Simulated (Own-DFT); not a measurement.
Si7Ge (layered order of Si and Ge on the diamond lattice, atoms displaced) (calculated)

All values are calculated (Own-DFT development build). A calculation, not a measurement: plane-wave PBEsol density functional theory by an unreviewed code, no spin, of a simulated periodic cell, stress positive in tension, free energy of the whole cell less one offset for each atom, forces on such cells passed a denser k mesh, this cell's mesh not checked; offsets are fitted by least squares, one for each functional and potential file, so energies compare only between cells with the same atoms and settings and are not formation energies; the far tail of each file's local potential was reset to the Coulomb form; each entry is a single point on an unrelaxed cell, so the pressure reflects the starting lattice, mostly measured values, from which strain is counted, and rises with the displacements; printed positions are rounded, which can move forces by about a meV/angstrom; the program is a retired in-house code; no spin-orbit coupling.

Common to all runs: functional PBEsol; potential files PseudoDojo norm-conserving, scalar-relativistic, made for PBE, standard set; wave cutoff 42 hartree; occupations Fermi-Dirac; smearing width 0.1 eV; hardware one NVIDIA H100; k mesh 3 x 3 x 3 centred on Gamma.

(1) 
```xyz
64
Lattice="10.9187 0.0000 0.0000 0.0000 10.9187 0.0000 0.0000 0.0000 10.9187" Properties=species:S:1:pos:R:3:force_x:R:1:force_y:R:1:force_z:R:1 formula=Si7Ge free_energy_of_cell_above_offsets=-5.519 pressure=0.66 stress_xx=-0.67 stress_yy=-0.64 stress_zz=-0.65 stress_yz=0.07 stress_xz=0.72 stress_xy=-0.02 wall_time=313.6
Ge     0.0196     0.0331     0.0032      -0.15     -0.016     -0.256
Si     0.0247     2.7316     2.7323     -0.383      0.121      0.196
Si     2.7479     0.0278     2.7358     -0.385     -0.352     -0.391
Ge     2.6954     2.6507    10.9095      0.691      0.957     -0.605
Si     1.3405     1.4368     1.3644      0.132     -1.222      0.783
Si     1.3933     4.0804     4.0348      -0.13      0.389        0.8
Si     4.0817     1.3908     4.0667        0.1     -0.451      0.818
Si     4.1035     4.0777     1.3321     -0.397     -0.128      0.512
Si     0.0064     0.0103     5.4330     -0.081     -0.298      0.268
Si     0.0019     2.7489     8.1959      -0.22     -0.575      0.022
Si     2.7844    10.8863     8.1821     -0.505      0.017     -0.028
Si     2.7084     2.7226     5.4562     -0.006     -0.094     -0.031
Si     1.3693     1.3210     6.8411      0.081      0.344     -0.028
Si     1.3414     4.0970     9.5474      0.116     -0.135      0.004
Si     4.1345     1.3266     9.5229     -0.424      0.169     -0.037
Si     4.0916     4.0638     6.8244     -0.111      0.042      -0.13
Ge    10.8869     5.4648     0.0161      0.123      0.397     -0.403
Si    10.8994     8.1720     2.6930     -0.091      0.647      0.089
Si     2.7619     5.4766     2.7405      0.038     -0.144     -0.389
Ge     2.7236     8.2177     0.0240     -0.396     -0.412     -0.336
Si     1.3317     6.8256     1.4036      0.588     -0.183     -0.092
Si     1.3545     9.5249     4.0775      0.024      0.341     -0.274
Si     4.1393     6.8543     4.0770     -0.352     -1.053      0.419
Si     4.1110     9.5324     1.3480     -0.234      0.371      0.869
Si    10.9099     5.4465     5.4600      0.511      0.311     -0.284
Si    10.8796     8.1400     8.1935      0.818      0.174      0.201
Si     2.7216     5.4072     8.1924      0.426      0.497      0.247
Si     2.7340     8.1405     5.3754      0.122      0.712      0.979
Si     1.4256     6.8298     6.8496     -0.562     -0.359     -0.451
Si     1.3450     9.5630     9.5303      0.134      -0.16     -0.261
Si     4.1092     6.8354     9.5646     -0.603     -0.312     -0.372
Si     4.1297     9.5411     6.8434     -0.364     -0.514     -0.642
Ge     5.4543    10.9073     0.0059      0.228        0.5      0.479
Si     5.4285     2.7036     2.7313      0.329      0.574     -0.142
Si     8.1995    10.8996     2.7127      0.021      0.113     -0.126
Ge     8.2352     2.7314     0.0028     -0.735      0.757      0.127
Si     6.8419     1.4057     1.3804     -0.091     -0.426      0.221
Si     6.7728     4.1249     4.0980      0.266     -0.631     -0.054
Si     9.5432     1.3904     4.0905      0.079     -0.399     -0.138
Si     9.5985     4.1069     1.4063     -0.398     -0.354      0.081
Si     5.4652    10.9043     5.4817     -0.005      0.343      -0.44
Si     5.4602     2.7092     8.1823     -0.233      0.196     -0.025
Si     8.1919     0.0276     8.1302     -0.091     -0.277      0.726
Si     8.1646     2.7049     5.4508      -0.03      0.656       0.03
Si     6.8106     1.3980     6.8443      0.051     -0.485     -0.564
Si     6.8058     4.0917     9.4697       0.49      0.076      0.538
Si     9.4968     1.3671     9.5759      0.809       -0.2     -0.997
Si     9.5691     4.0848     6.8157     -0.223     -0.092     -0.185
Ge     5.4566     5.4515    10.9098      0.405      0.046     -0.138
Si     5.4187     8.1331     2.7206      0.908      0.795     -0.441
Si     8.1765     5.4021     2.7205      0.163      0.957      0.301
Ge     8.1655     8.2047    10.8684      -0.06      0.162      0.326
Si     6.8530     6.8462     1.3471      -0.21     -0.581      0.517
Si     6.8093     9.5463     4.0568      0.207     -0.267      0.542
Si     9.5718     6.8845     4.0877     -0.409     -0.956      0.162
Si     9.5524     9.5454     1.2891      0.118      0.077      0.885
Si     5.4607     5.4526     5.4854      -0.12       0.39      0.111
Si     5.4559     8.1688     8.2126      0.329      0.421      0.162
Si     8.2159     5.4672     8.1715     -0.352     -0.399     -0.218
Si     8.2353     8.1918     5.5165     -0.556      0.289      -0.45
Si     6.8295     6.8288     6.8615      0.078     -0.037     -0.356
Si     6.8183     9.6083     9.5902      0.077     -0.257     -1.427
Si     9.4762     6.8469     9.5264      0.714     -0.536      0.051
Si     9.6061     9.5409     6.8834     -0.272      0.462     -0.756
```

Units: free_energy_of_cell_above_offsets in eV; pressure, stress_xx, stress_yy, stress_zz, stress_yz, stress_xz, stress_xy in GPa; wall_time in s; force_x, force_y, force_z in eV/Å.

(2) 
```xyz
64
Lattice="10.9187 0.0000 0.0000 0.0000 10.9187 0.0000 0.0000 0.0000 10.9187" Properties=species:S:1:pos:R:3:force_x:R:1:force_y:R:1:force_z:R:1 formula=Si7Ge free_energy_of_cell_above_offsets=-5.238 pressure=0.74 stress_xx=-0.7 stress_yy=-0.77 stress_zz=-0.74 stress_yz=-0.75 stress_xz=0.05 stress_xy=-0.19 wall_time=326.3
Ge     0.0499     0.0214    10.9164     -0.552     -0.259      0.021
Si     0.0406     2.7285     2.7234     -0.536      0.105      0.238
Si     2.7101     0.0042     2.7442       0.46     -0.135      0.022
Ge     2.7264     2.7462     0.0126      -0.23     -0.572     -0.289
Si     1.4018     1.3551     1.4085     -0.295      0.283     -0.032
Si     1.3881     4.1108     4.1039     -0.232     -0.245     -0.074
Si     4.0719     1.3747     4.0989      0.238     -0.485      0.449
Si     4.0419     4.1007     1.3294      0.892      0.157      1.243
Si    10.8675     0.0164     5.4822      0.053     -0.495      -0.12
Si    10.8441     2.7647     8.1456      0.536     -0.399      0.689
Si     2.7409    10.8781     8.1767     -0.107      0.299     -0.199
Si     2.7171     2.7368     5.4765      0.052     -0.026     -0.044
Si     1.3351     1.3640     6.8241      0.077      0.022      0.239
Si     1.4026     4.1063     9.5478     -0.741     -0.589     -0.645
Si     4.0541     1.3215     9.5797      0.141      0.486      -0.71
Si     4.0735     4.1217     6.8226      0.472     -0.232      0.005
Ge     0.0169     5.4190    10.9043     -0.006      0.522      0.238
Si     0.0260     8.2066     2.7599     -0.716      0.138     -0.512
Si     2.6840     5.4837     2.7265      0.707      0.104      0.254
Ge     2.7520     8.1675     0.0183      -0.34      0.225       0.09
Si     1.3304     6.8439     1.3948       0.07     -0.161     -0.067
Si     1.3557     9.5647     4.0762     -0.108      0.336       0.58
Si     4.1085     6.8510     4.1559      0.077     -0.768     -0.589
Si     4.0875     9.5847     1.3573      0.328     -0.362      0.773
Si     0.0112     5.4358     5.4727      0.209      0.366     -0.023
Si     0.0060     8.2044     8.2018     -0.144     -0.336      0.138
Si     2.7253     5.4445     8.2148      0.156      0.659     -0.328
Si     2.7481     8.2185     5.4291     -0.179      0.197      0.468
Si     1.3732     6.8653     6.8196      0.057     -0.341      0.061
Si     1.3895     9.5391     9.5405     -0.032     -0.033     -0.122
Si     4.0982     6.8081     9.5912     -0.278     -0.077     -0.755
Si     4.1521     9.5444     6.8266     -0.678     -0.168      0.036
Ge     5.4628     0.0292    10.9177      0.407     -0.157      0.369
Si     5.4854     2.6643     2.7562     -0.911      0.986     -0.179
Si     8.2465     0.0163     2.7495      -0.83     -0.613     -0.186
Ge     8.2249     2.7480    10.9132     -1.006      0.033      0.329
Si     6.8378     1.3774     1.4548      0.432     -0.297     -0.771
Si     6.8208     4.0871     4.0540      0.301     -0.123      0.309
Si     9.5115     1.3633     4.0882      0.853      0.697      0.364
Si     9.5446     4.1139     1.3591      0.572       -0.4      0.572
Si     5.4838    10.8501     5.4667     -0.168      1.092     -0.124
Si     5.4316     2.7005     8.1874     -0.266      0.197      0.147
Si     8.1973    10.9024     8.1819     -0.505      0.277        0.1
Si     8.2400     2.8090     5.4912     -1.304     -1.173     -0.837
Si     6.8037     1.3747     6.8357      0.402     -0.053     -0.351
Si     6.8255     4.1032     9.4994     -0.012     -0.142     -0.022
Si     9.4888     1.3540     9.5708      0.975     -0.061       -0.7
Si     9.5263     4.1034     6.7806      0.648        0.8      0.737
Ge     5.4656     5.4816    10.9170     -0.017     -0.848     -0.232
Si     5.4733     8.1383     2.7425      0.321      0.526     -0.278
Si     8.1988     5.4422     2.7165      0.128      0.461       0.25
Ge     8.2307     8.1618     0.0047     -0.998      0.044     -0.683
Si     6.8667     6.7701     1.2966     -0.202      0.523      1.347
Si     6.8658     9.5608     4.1503      0.122     -0.406     -0.862
Si     9.6040     6.8382     4.1211     -0.451     -0.183     -0.078
Si     9.4808     9.5216     1.3213      1.509      0.716      1.136
Si     5.5412     5.4466     5.4649     -0.959     -0.121      -0.26
Si     5.4097     8.1326     8.1854       0.58      0.367      0.243
Si     8.2432     5.4793     8.1976     -0.866      0.067     -0.564
Si     8.2342     8.2189     5.5165     -0.518     -0.685     -0.814
Si     6.7989     6.8514     6.7745      0.733     -0.175      0.846
Si     6.8269     9.5603     9.5385     -0.186     -0.447     -0.287
Si     9.5461     6.8087     9.5726      0.808      0.075     -0.584
Si     9.4998     9.5032     6.8741      1.059       0.81      0.024
```

Units: free_energy_of_cell_above_offsets in eV; pressure, stress_xx, stress_yy, stress_zz, stress_yz, stress_xz, stress_xy in GPa; wall_time in s; force_x, force_y, force_z in eV/Å.

(3) 
```xyz
64
Lattice="10.9187 0.0000 0.0000 0.0000 10.9187 0.0000 0.0000 0.0000 10.9187" Properties=species:S:1:pos:R:3:force_x:R:1:force_y:R:1:force_z:R:1 formula=Si7Ge free_energy_of_cell_above_offsets=-5.212 pressure=0.76 stress_xx=-0.79 stress_yy=-0.73 stress_zz=-0.76 stress_yz=0.14 stress_xz=-0.24 stress_xy=-0.05 wall_time=330.7
Ge     0.0201    10.9007    10.8925     -0.754      0.451      0.566
Si    10.9085     2.6904     2.7140     -0.162      0.647      0.046
Si     2.7068     0.0296     2.7292      0.055     -0.246     -0.003
Ge     2.7359     2.7403     0.0187     -0.335     -0.226     -0.008
Si     1.3322     1.3690     1.3678      0.337     -0.058      0.152
Si     1.3119     4.1128     4.0985       0.14     -0.134     -0.318
Si     4.1339     1.3687     4.0408     -0.775     -0.481      1.038
Si     4.1128     4.0586     1.3496     -0.164      0.145      0.952
Si    10.8991    10.8974     5.4413      0.792       0.18      0.301
Si     0.0422     2.7437     8.2068     -0.646     -0.198     -0.679
Si     2.7108     0.0164     8.2024      0.734      0.228     -0.091
Si     2.7304     2.7766     5.4185      0.087     -0.496     -0.165
Si     1.4253     1.3825     6.8029     -0.685     -0.111     -0.142
Si     1.3929     4.0524     9.5284        0.1      1.118     -0.088
Si     4.1093     1.3781     9.6195     -0.027      0.084     -1.216
Si     4.0522     4.0771     6.8238      0.533      0.407      0.119
Ge    10.8955     5.4785    10.9114      0.026     -0.634     -0.774
Si    10.9007     8.1731     2.6371     -0.027     -0.162      1.007
Si     2.7372     5.4407     2.7307     -0.095      0.065     -0.077
Ge     2.7527     8.2297     0.0032     -0.044     -0.894      0.041
Si     1.3347     6.7664     1.3401      0.743      0.669      0.456
Si     1.3642     9.5347     4.0776     -0.102     -0.166     -0.135
Si     4.0893     6.8468     4.0861      0.103     -0.293     -0.092
Si     4.0976     9.5939     1.3619      -0.09      -0.39      1.029
Si    10.8474     5.4550     5.4438      0.891     -0.051      0.507
Si     0.0115     8.2005     8.2271      0.525      0.774     -0.576
Si     2.7555     5.5380     8.1610     -0.636     -1.603      0.016
Si     2.7720     8.1873     5.4577     -0.762     -0.087      0.236
Si     1.3470     6.7789     6.8489      -0.22      0.836     -0.698
Si     1.4104     9.6250     9.6103     -0.183      -0.94     -1.164
Si     4.0700     6.7586     9.5147      0.884      1.281      0.464
Si     4.1076     9.5566     6.8241     -0.345       0.14      0.217
Ge     5.4361     0.0179     0.0425      0.737     -0.036     -0.351
Si     5.4243     2.6840     2.7499      0.663      1.245     -0.069
Si     8.1769    10.8737     2.7180      0.021      1.048      0.235
Ge     8.1808     2.7008     0.0069     -0.288      0.168     -0.463
Si     6.7874     1.4213     1.4044      0.408     -0.855      0.175
Si     6.8441     4.0841     4.1249     -0.513     -0.018     -0.373
Si     9.5935     1.3481     4.1054     -0.398     -0.338     -0.601
Si     9.5320     4.0687     1.3116      0.198      0.284      1.036
Si     5.4623    10.9075     5.4837      0.307      0.279     -0.295
Si     5.4960     2.7711     8.2066     -0.407      -0.48     -0.256
Si     8.2083     0.0679     8.1603     -0.168     -0.885      0.527
Si     8.2294     2.6937     5.4111     -0.184      0.362      0.635
Si     6.8689     1.3628     6.8369     -0.665      0.529     -0.475
Si     6.8812     4.1278     9.4873     -0.434     -0.362      0.736
Si     9.5407     1.3559     9.5498      0.555      0.258     -0.348
Si     9.5182     4.1526     6.8126      0.234     -1.028      0.291
Ge     5.4678     5.4226     0.0259      0.102      0.119     -0.675
Si     5.4669     8.2138     2.7654      0.072      -0.02     -0.359
Si     8.1513     5.4539     2.7001      0.676     -0.368      0.606
Ge     8.1666     8.2154     0.0195     -0.036     -0.571      -0.34
Si     6.8123     6.7855     1.3915      -0.26      0.819      0.122
Si     6.8836     9.5455     4.1190     -0.739       0.14     -0.071
Si     9.5506     6.8022     4.1576     -0.269      0.645     -1.447
Si     9.5119     9.5707     1.3618      0.553     -0.078      0.071
Si     5.4345     5.4748     5.4661      0.076      -0.38     -0.106
Si     5.4687     8.2203     8.1704      0.012     -0.743      0.125
Si     8.1876     5.4739     8.1994      0.349      0.671     -0.461
Si     8.2347     8.2368     5.4524     -0.214     -0.656       0.42
Si     6.8397     6.8086     6.7883     -0.045      0.567      0.216
Si     6.8205     9.5598     9.5420      0.004      0.536     -0.311
Si     9.5798     6.8788     9.5016     -0.632     -0.373      0.469
Si     9.5412     9.5982     6.8206      0.386      -0.34      0.416
```

Units: free_energy_of_cell_above_offsets in eV; pressure, stress_xx, stress_yy, stress_zz, stress_yz, stress_xz, stress_xy in GPa; wall_time in s; force_x, force_y, force_z in eV/Å.

(4) 
```xyz
64
Lattice="10.9187 0.0000 0.0000 0.0000 10.9187 0.0000 0.0000 0.0000 10.9187" Properties=species:S:1:pos:R:3:force_x:R:1:force_y:R:1:force_z:R:1 formula=Si7Ge free_energy_of_cell_above_offsets=-5.277 pressure=0.73 stress_xx=-0.73 stress_yy=-0.73 stress_zz=-0.73 stress_yz=0.28 stress_xz=-0.13 stress_xy=0.62 wall_time=325.6
Ge     0.0152    10.9079    10.9076     -0.165     -0.193     -0.026
Si    10.8876     2.7244     2.7252      0.283      0.177     -0.264
Si     2.7786    10.9070     2.7791     -0.882     -0.104     -0.734
Ge     2.6990     2.7643    10.8673      0.454      0.133       0.69
Si     1.3992     1.3803     1.3164     -0.197     -0.263      1.128
Si     1.3869     4.0892     4.1296     -0.617      0.008     -0.505
Si     4.0675     1.3730     4.0872      0.581      0.118     -0.075
Si     4.1373     4.0844     1.3879     -0.745      0.363      -0.39
Si     0.0066     0.0388     5.4582      0.167     -0.826       0.11
Si    10.9069     2.7112     8.1670      0.129      0.296     -0.095
Si     2.7752    10.8947     8.1417     -0.456      0.237      0.645
Si     2.7419     2.7203     5.4350      0.136      0.328      0.416
Si     1.4152     1.3741     6.7878     -0.392     -0.168      0.416
Si     1.3622     4.1016     9.5322      -0.36      0.046     -0.707
Si     4.0741     1.3783     9.5959     -0.253      0.328     -1.571
Si     4.0880     4.0767     6.8573      0.094     -0.066     -0.512
Ge     0.0225     5.4594     0.0098     -0.112      0.431     -0.484
Si    10.8866     8.1708     2.6964     -0.086     -0.104      0.609
Si     2.7277     5.4459     2.7427     -0.373     -0.263     -0.506
Ge     2.7401     8.1646    10.9004     -0.131      0.368      0.845
Si     1.3511     6.8480     1.3739      0.321     -0.423      0.395
Si     1.3443     9.5086     4.0738      0.255      0.227      0.359
Si     4.0535     6.7705     4.0591      0.847       0.57      0.089
Si     4.1139     9.5638     1.3657     -0.239      0.015      0.195
Si    10.8808     5.4873     5.4092      0.404     -0.389      0.767
Si    10.9183     8.2574     8.1971      0.338     -0.815     -0.536
Si     2.7341     5.4409     8.1659      -0.33      0.295        0.2
Si     2.7980     8.1588     5.4572     -0.871      0.072     -0.148
Si     1.3630     6.8209     6.8204     -0.155      0.196     -0.109
Si     1.4008     9.4803     9.5386     -0.069      1.242     -0.386
Si     4.0386     6.8228     9.5773      0.566     -0.349     -1.147
Si     4.0946     9.5634     6.7938      0.663     -0.277     -0.023
Ge     5.3966     0.0397    10.8727      0.948     -0.571       0.67
Si     5.4305     2.7196     2.6859      0.595      0.053       0.92
Si     8.2119    10.8801     2.7424     -0.781     -0.073     -0.095
Ge     8.1240     2.7061     0.0108      0.895      0.523      0.211
Si     6.8110     1.3775     1.3687     -0.185     -0.838      0.576
Si     6.8508     4.1194     4.1010     -0.607     -0.574     -0.362
Si     9.5622     1.2868     4.0682     -0.212      0.978      0.234
Si     9.5224     4.1787     1.3386      0.069     -1.133      0.505
Si     5.4489     0.0133     5.4120      0.218      0.127      0.605
Si     5.4570     2.7579     8.2065     -0.059     -0.687      -0.03
Si     8.1496    10.8887     8.2526      0.686       0.39     -0.669
Si     8.1629     2.7176     5.4377      0.558     -0.226      0.094
Si     6.8454     1.3654     6.8549      -0.46     -0.158     -0.245
Si     6.8606     4.0483     9.5282     -0.565      0.816     -0.251
Si     9.5296     1.4103     9.5591      0.207     -0.682     -0.322
Si     9.5190     4.1138     6.8280      0.303     -0.248     -0.478
Ge     5.4464     5.4756    10.8768      0.251     -0.528      0.107
Si     5.4715     8.1791     2.6676     -0.428     -0.141      0.788
Si     8.1803     5.4562     2.7214      -0.16      0.561      0.149
Ge     8.1645     8.2427    10.8945       0.27     -1.042      0.409
Si     6.7836     6.8153     1.3616      0.682     -0.005     -0.082
Si     6.7939     9.5059     4.1224      0.089      0.386     -0.587
Si     9.5073     6.8330     4.1363      0.121      0.098     -0.877
Si     9.5210     9.5127     1.3891       0.42       0.58     -0.159
Si     5.4273     5.4223     5.4402      0.179      0.325       0.19
Si     5.4537     8.1431     8.1824      -0.09      0.463      0.145
Si     8.1256     5.4577     8.1310      0.964      0.109      0.927
Si     8.1603     8.1831     5.4657      0.165      0.088      0.356
Si     6.8294     6.8077     6.8183     -0.749      0.027     -0.449
Si     6.8318     9.5512     9.5659     -1.131      0.056     -0.566
Si     9.6006     6.8834     9.5201     -0.752     -0.637     -0.199
Si     9.5508     9.5319     6.8326     -0.245      0.754     -0.161
```

Units: free_energy_of_cell_above_offsets in eV; pressure, stress_xx, stress_yy, stress_zz, stress_yz, stress_xz, stress_xy in GPa; wall_time in s; force_x, force_y, force_z in eV/Å.
